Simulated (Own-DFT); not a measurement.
# How strain changes the stress of diamond silicon, 64 atoms (Si64)

These are calculations, not measurements. The program, named Own-DFT, is a retired in-house plane-wave density functional code that no person has reviewed. Each row is one single-point run on a periodic cell that was not relaxed, without spin or spin-orbit coupling.

Settings of every run: PBE; PseudoDojo norm-conserving scalar-relativistic files; cutoff 20 hartree; 3 x 3 x 3 k mesh centred on Gamma; Fermi-Dirac smearing of 0.1 eV.

Known limits: k mesh not checked against a denser one; stress not checked against mesh or cutoff.

Unstrained cell vectors in Å: (10.862, 0.000, 0.000); (0.000, 10.862, 0.000); (0.000, 0.000, 10.862). The unstrained cell has measured lattice constants (interpolated for alloys), not those of this functional. That, the random moves and any unrelaxed bonds set the pressure at no strain. Each run strains this cell uniformly, with the atoms carried along. Every atom was also moved at random, by a Gaussian of width 0.05 Å on each axis. Strain is the symmetric tensor, in per cent. Stress is positive in tension, and the pressure is minus a third of its trace.

| run | e_xx (%) | e_yy (%) | e_zz (%) | e_yz (%) | e_xz (%) | e_xy (%) | s_xx (GPa) | s_yy (GPa) | s_zz (GPa) | s_yz (GPa) | s_xz (GPa) | s_xy (GPa) | P (GPa) | E (meV/atom) |
|---|---|---|---|---|---|---|---|---|---|---|---|---|---|---|
| 1 | -0.08 | -0.35 | 1.63 | -1.44 | -1.05 | 1.39 | -2.11 | -2.30 | -0.40 | -3.11 | -2.39 | 2.93 | 1.60 | 4.8 |
| 2 | 0.42 | 0.93 | 0.20 | -1.45 | -0.66 | -1.96 | -1.62 | -1.15 | -1.69 | -2.69 | -1.76 | -4.39 | 1.49 | 27.5 |
| 3 | 1.48 | -0.49 | -0.55 | 1.18 | -1.22 | -1.12 | -1.00 | -2.88 | -2.79 | 2.76 | -1.33 | -2.45 | 2.23 | 11.0 |
| 4 | -1.88 | 0.25 | -0.68 | 1.23 | -0.38 | 1.53 | -5.81 | -3.94 | -4.85 | 1.85 | -0.98 | 3.21 | 4.87 | 16.0 |
| 5 | -0.68 | -0.91 | -1.99 | -0.92 | -0.60 | 0.71 | -5.81 | -5.95 | -6.89 | -2.16 | -1.93 | 1.71 | 6.21 | 19.2 |
| 6 | -0.71 | -1.32 | -1.80 | 1.16 | -1.99 | 0.36 | -6.24 | -6.72 | -7.34 | 2.23 | -4.89 | 1.45 | 6.77 | 32.9 |
| 7 | -0.01 | -1.40 | 0.35 | 0.43 | 1.36 | -1.71 | -3.56 | -4.89 | -3.16 | 2.21 | 3.58 | -3.57 | 3.87 | 26.2 |
| 8 | -0.93 | 1.22 | -0.01 | -0.61 | 0.54 | 0.32 | -3.22 | -1.13 | -2.48 | -1.57 | 1.28 | 0.79 | 2.28 | 1.3 |
| 9 | 0.98 | 1.87 | -1.22 | 1.61 | -0.67 | 1.32 | -1.11 | -0.14 | -2.83 | 3.96 | -1.81 | 2.82 | 1.36 | 21.4 |
| 10 | 1.12 | -1.65 | 1.48 | 0.33 | 1.10 | -1.95 | -1.19 | -3.53 | -0.70 | 1.80 | 2.52 | -4.08 | 1.81 | 16.0 |
| 11 | 1.94 | 0.03 | 1.38 | 1.43 | 1.62 | 1.26 | 1.10 | -0.58 | 0.59 | 2.03 | 2.84 | 2.02 | -0.37 | 9.6 |
| 12 | 1.66 | -1.95 | -1.96 | -0.89 | -1.06 | 0.11 | -2.38 | -5.89 | -5.91 | -1.78 | -2.08 | -0.21 | 4.72 | 11.5 |
| 13 | 1.48 | -1.04 | -0.62 | 0.60 | 0.52 | 0.14 | -1.13 | -3.63 | -3.10 | 1.42 | 0.56 | 0.12 | 2.62 | 0.0 |
| 14 | -1.31 | -0.07 | 1.41 | -1.31 | 0.91 | -1.39 | -3.67 | -2.82 | -1.30 | -3.29 | 1.58 | -2.31 | 2.60 | 13.7 |
| 15 | 1.87 | 0.65 | 0.67 | -1.34 | -1.14 | -1.45 | 1.03 | -0.01 | -0.10 | -3.02 | -2.12 | -3.30 | -0.31 | 3.8 |
| 16 | 1.32 | -1.84 | 1.38 | -0.95 | 0.38 | -0.13 | ? | ? | ? | ? | ? | ? | ? | ? |

E is the free energy for each atom above the lowest run shown.

## Worked fit

Each stress component was fitted by least squares to a constant and the strains of the runs shown, as fractions, with shears doubled. Shear strains stay in the fit of a normal stress only where such slopes are resolved. The slopes, in GPa:

```
stress  at no strain  per e_xx  per e_yy  per e_zz  scatter
  s_xx          -2.8   156 ± 5    60 ± 6    66 ± 5     0.25
  s_yy          -2.8    66 ± 4   156 ± 4    66 ± 4     0.18
  s_zz          -2.7    67 ± 4    64 ± 5   159 ± 4     0.19
```

Each shear stress against twice its own strain: yz 111 ± 9, xz 100 ± 9, xy 101 ± 3 GPa. These are stiffnesses along x, y and z of the frame in which the cell vectors are given, which need not be the crystal's axes. The atoms are held to the strained lattice; where symmetry lets them move under strain, relaxing them would lower some slopes. The table should be nearly symmetric about its diagonal, and what it lacks of that shows the noise. A ninth of its sum, 96 ± 2 GPa, estimates the bulk modulus near the mean pressure of these runs, 2.8 GPa, so it lies above the value at zero pressure.

## Withheld run

Question: what normal stresses and pressure should run 16 give?

The fit gives s_xx = -0.9, s_yy = -3.8, s_zz = -0.8 and P = 1.9 GPa. The calculation gave -0.96, -3.55, -0.83 and P = 1.78 GPa.
